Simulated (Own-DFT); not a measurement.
Si3N4 (beta silicon nitride, atoms displaced) (calculated)

A calculation, not a measurement: plane-wave PBE density functional theory by an unreviewed code, no spin, of a simulated periodic cell, stress positive in tension, free energy of the whole cell less one offset for each atom, forces on such cells passed a denser k mesh, this cell's mesh not checked; offsets are fitted by least squares, one for each functional and potential file, so energies compare only between cells with the same atoms and settings and are not formation energies; the far tail of each file's local potential was reset to the Coulomb form; each entry is a single point on an unrelaxed cell, so the pressure reflects the starting lattice, mostly measured values (interpolated for alloys), from which strain is counted, and rises with the displacements; printed positions are rounded, which can move forces by about a meV/angstrom; the program, named Own-DFT, is a retired in-house code; no spin-orbit coupling. Program: Own-DFT development build.

Common to all runs: functional PBE; potential files PseudoDojo norm-conserving, scalar-relativistic, standard set; wave cutoff 42 hartree; occupations Fermi-Dirac; smearing width 0.1 eV; k mesh 3 x 3 x 3 centred on Gamma.

```yaml
- entry: 1
  formula: Si3N4
  kind: "beta silicon nitride, atoms displaced"
  structure:
    cell_angstrom: [[7.606, 0.0, 0.0], [-3.803, 6.587, 0.0], [0.0, 0.0, 8.727]]
    atoms_fractional:
      - [Si, 0.1709, 0.77298, 0.08026]
      - [Si, 0.23123, 0.4021, 0.08746]
      - [Si, 0.59268, 0.82513, 0.08069]
      - [Si, 0.82348, 0.22928, 0.24667]
      - [Si, 0.76839, 0.58696, 0.24848]
      - [Si, 0.40641, 0.17893, 0.24908]
      - ["N", 0.33394, 0.03293, 0.08256]
      - ["N", 0.97157, 0.30354, 0.08273]
      - ["N", 0.69922, 0.66589, 0.08358]
      - ["N", 0.6693, 0.96842, 0.24842]
      - ["N", 0.02716, 0.69537, 0.25431]
      - ["N", 0.30131, 0.33284, 0.24912]
      - ["N", 0.33343, 0.66798, 0.08318]
      - ["N", 0.65858, 0.32922, 0.2523]
      - [Si, 0.17402, 0.76807, 0.41653]
      - [Si, 0.2303, 0.40241, 0.42026]
      - [Si, 0.59553, 0.82467, 0.41433]
      - [Si, 0.82432, 0.22944, 0.58183]
      - [Si, 0.77216, 0.60454, 0.58067]
      - [Si, 0.39837, 0.1666, 0.58431]
      - ["N", 0.3275, 0.03038, 0.41579]
      - ["N", 0.96539, 0.30325, 0.41633]
      - ["N", 0.70314, 0.6687, 0.41573]
      - ["N", 0.67088, 0.97193, 0.58485]
      - ["N", 0.02559, 0.6947, 0.5806]
      - ["N", 0.30738, 0.33504, 0.57815]
      - ["N", 0.33356, 0.6623, 0.41645]
      - ["N", 0.66737, 0.33674, 0.58383]
      - [Si, 0.17234, 0.76671, 0.74687]
      - [Si, 0.23036, 0.40477, 0.74988]
      - [Si, 0.59945, 0.82393, 0.74624]
      - [Si, 0.82718, 0.23307, 0.92067]
      - [Si, 0.7701, 0.59709, 0.91872]
      - [Si, 0.39916, 0.1704, 0.91516]
      - ["N", 0.3364, 0.02581, 0.75195]
      - ["N", 0.97035, 0.30155, 0.74965]
      - ["N", 0.69771, 0.67005, 0.75417]
      - ["N", 0.66658, 0.96652, 0.91718]
      - ["N", 0.03099, 0.70061, 0.91735]
      - ["N", 0.30123, 0.33259, 0.91521]
      - ["N", 0.33644, 0.66786, 0.74574]
      - ["N", 0.66304, 0.3334, 0.9142]
  results:
    "free_energy_of_cell_above_offsets [eV]": "-7.215"
    "pressure [GPa]": 5.41
    "stress_xx [GPa]": -4.99
    "stress_yy [GPa]": -4.98
    "stress_zz [GPa]": -6.27
    "stress_yz [GPa]": 0.71
    "stress_xz [GPa]": -1.58
    "stress_xy [GPa]": -0.25
    force_element: [Si, Si, Si, Si, Si, Si, "N", "N", "N", "N", "N", "N", "N", "N", Si, Si, Si, Si, Si, Si, "N", "N", "N", "N", "N", "N", "N", "N", Si, Si, Si, Si, Si, Si, "N", "N", "N", "N", "N", "N", "N", "N"]
    "force_x [eV/angstrom]": [1.508, -0.379, 0.059, -0.423, -0.811, -0.41, -0.584, -0.096, -0.35, 0.151, 0.429, -0.008, -0.631, 1.892, 0.758, -0.963, -0.236, -1.042, -0.274, 1.664, -0.097, 1.058, -0.925, 0.27, 1.035, -0.269, -0.427, -0.46, 0.865, 0.139, -1.797, -1.067, -0.086, 1.102, -0.96, -0.018, 1.346, 0.436, -0.412, -0.157, -0.457, 0.629]
    "force_y [eV/angstrom]": [-0.696, 1.698, -0.633, 0.316, 0.699, -1.282, -0.332, -0.278, 0.518, 0.147, 0.449, -0.458, -0.528, 0.256, -0.381, 0.531, -0.193, 1.219, -2.572, 1.768, -0.436, -0.116, 0.774, -0.893, 1.105, -0.806, 0.838, -0.489, -0.708, 0.755, 0.66, -0.47, -1.179, 1.186, -0.013, -0.327, -0.271, 0.996, 0.022, -0.499, -0.307, -0.065]
    "force_z [eV/angstrom]": [1.581, -1.555, 0.446, 0.939, 0.436, 0.237, 0.352, 0.607, 0.458, -0.072, -1.59, 0.979, -0.002, -0.366, -0.099, -1.433, 0.441, 0.672, 1.268, -0.188, -0.209, -0.57, -0.751, -1.127, 0.659, 1.998, 0.032, -0.034, 0.363, -0.563, 1.2, -1.67, -0.488, 0.166, -0.69, 0.219, -1.142, -0.559, -0.913, 0.515, 0.068, 0.388]
- entry: 2
  formula: Si3N4
  kind: "beta silicon nitride, atoms displaced"
  structure:
    cell_angstrom: [[7.606, 0.0, 0.0], [-3.803, 6.587, 0.0], [0.0, 0.0, 8.727]]
    atoms_fractional:
      - [Si, 0.17181, 0.76891, 0.0843]
      - [Si, 0.23046, 0.40199, 0.0845]
      - [Si, 0.59852, 0.82786, 0.08143]
      - [Si, 0.82802, 0.23111, 0.25002]
      - [Si, 0.76398, 0.59362, 0.24979]
      - [Si, 0.40269, 0.17275, 0.24853]
      - ["N", 0.33217, 0.0259, 0.08436]
      - ["N", 0.96858, 0.29781, 0.08462]
      - ["N", 0.69732, 0.66537, 0.0875]
      - ["N", 0.67024, 0.97308, 0.24825]
      - ["N", 0.03312, 0.70155, 0.25018]
      - ["N", 0.30159, 0.32871, 0.25182]
      - ["N", 0.33643, 0.67076, 0.08187]
      - ["N", 0.66733, 0.33824, 0.25203]
      - [Si, 0.17893, 0.769, 0.41405]
      - [Si, 0.23369, 0.40317, 0.41552]
      - [Si, 0.59252, 0.82566, 0.41349]
      - [Si, 0.82893, 0.23138, 0.58526]
      - [Si, 0.76891, 0.6012, 0.58474]
      - [Si, 0.40306, 0.17234, 0.58465]
      - ["N", 0.33349, 0.02727, 0.41345]
      - ["N", 0.97226, 0.3005, 0.41745]
      - ["N", 0.70012, 0.66727, 0.41668]
      - ["N", 0.67354, 0.97387, 0.58601]
      - ["N", 0.03233, 0.69915, 0.58526]
      - ["N", 0.30411, 0.33287, 0.5838]
      - ["N", 0.33357, 0.66634, 0.41601]
      - ["N", 0.66148, 0.32985, 0.58303]
      - [Si, 0.16835, 0.76886, 0.74932]
      - [Si, 0.23112, 0.40348, 0.74998]
      - [Si, 0.59556, 0.82778, 0.7531]
      - [Si, 0.82436, 0.23164, 0.91539]
      - [Si, 0.76513, 0.59245, 0.91613]
      - [Si, 0.41032, 0.17462, 0.91741]
      - ["N", 0.33317, 0.03024, 0.75115]
      - ["N", 0.97148, 0.30503, 0.7523]
      - ["N", 0.70164, 0.66868, 0.75065]
      - ["N", 0.66889, 0.96797, 0.91831]
      - ["N", 0.03457, 0.70156, 0.91259]
      - ["N", 0.30331, 0.33987, 0.91578]
      - ["N", 0.33497, 0.66473, 0.74935]
      - ["N", 0.6733, 0.33634, 0.91616]
  results:
    "free_energy_of_cell_above_offsets [eV]": "-7.330"
    "pressure [GPa]": 5.4
    "stress_xx [GPa]": -3.83
    "stress_yy [GPa]": -5.29
    "stress_zz [GPa]": -7.09
    "stress_yz [GPa]": 0.62
    "stress_xz [GPa]": 0.01
    "stress_xy [GPa]": 0.07
    force_element: [Si, Si, Si, Si, Si, Si, "N", "N", "N", "N", "N", "N", "N", "N", Si, Si, Si, Si, Si, Si, "N", "N", "N", "N", "N", "N", "N", "N", Si, Si, Si, Si, Si, Si, "N", "N", "N", "N", "N", "N", "N", "N"]
    "force_x [eV/angstrom]": [1.011, -0.463, -0.918, -1.092, 1.644, 1.493, -0.33, 0.343, -0.317, 0.261, -1.15, -0.481, -0.029, 0.461, -0.724, -0.562, 0.337, -1.2, 1.201, 0.782, -0.362, 0.066, -1.046, 0.176, -0.74, -0.336, 0.607, 0.994, 2.556, -0.298, -0.521, 0.924, 1.081, -0.629, -0.331, 0.118, -0.871, 0.329, -1.777, 1.809, -0.731, -1.285]
    "force_y [eV/angstrom]": [-0.774, 1.614, -0.759, 0.819, -0.047, 0.131, 1.441, 0.035, 0.639, -0.626, -0.464, 0.066, -0.989, -1.465, -0.475, 0.727, 0.373, 0.829, -1.979, -0.003, 0.614, -0.145, 1.046, -1.274, 0.038, -0.413, -0.527, 1.163, -0.033, 1.225, -0.825, -0.037, 0.553, 0.33, 0.008, -0.45, 0.801, 1.098, -0.558, -1.723, 0.637, -0.622]
    "force_z [eV/angstrom]": [-0.693, -0.131, 0.955, 0.54, 0.817, 0.433, -0.593, -0.544, -1.621, 0.156, -0.062, -0.737, 0.3, -0.322, 0.735, 0.754, 1.009, -0.368, -0.538, -0.703, 0.813, -0.085, 0.014, -0.566, -1.355, -0.161, -0.095, 0.158, -0.137, -0.321, -1.039, 0.604, 0.511, 0.013, 0.102, -0.293, 0.441, -0.413, 1.721, 0.651, -0.115, 0.167]
```
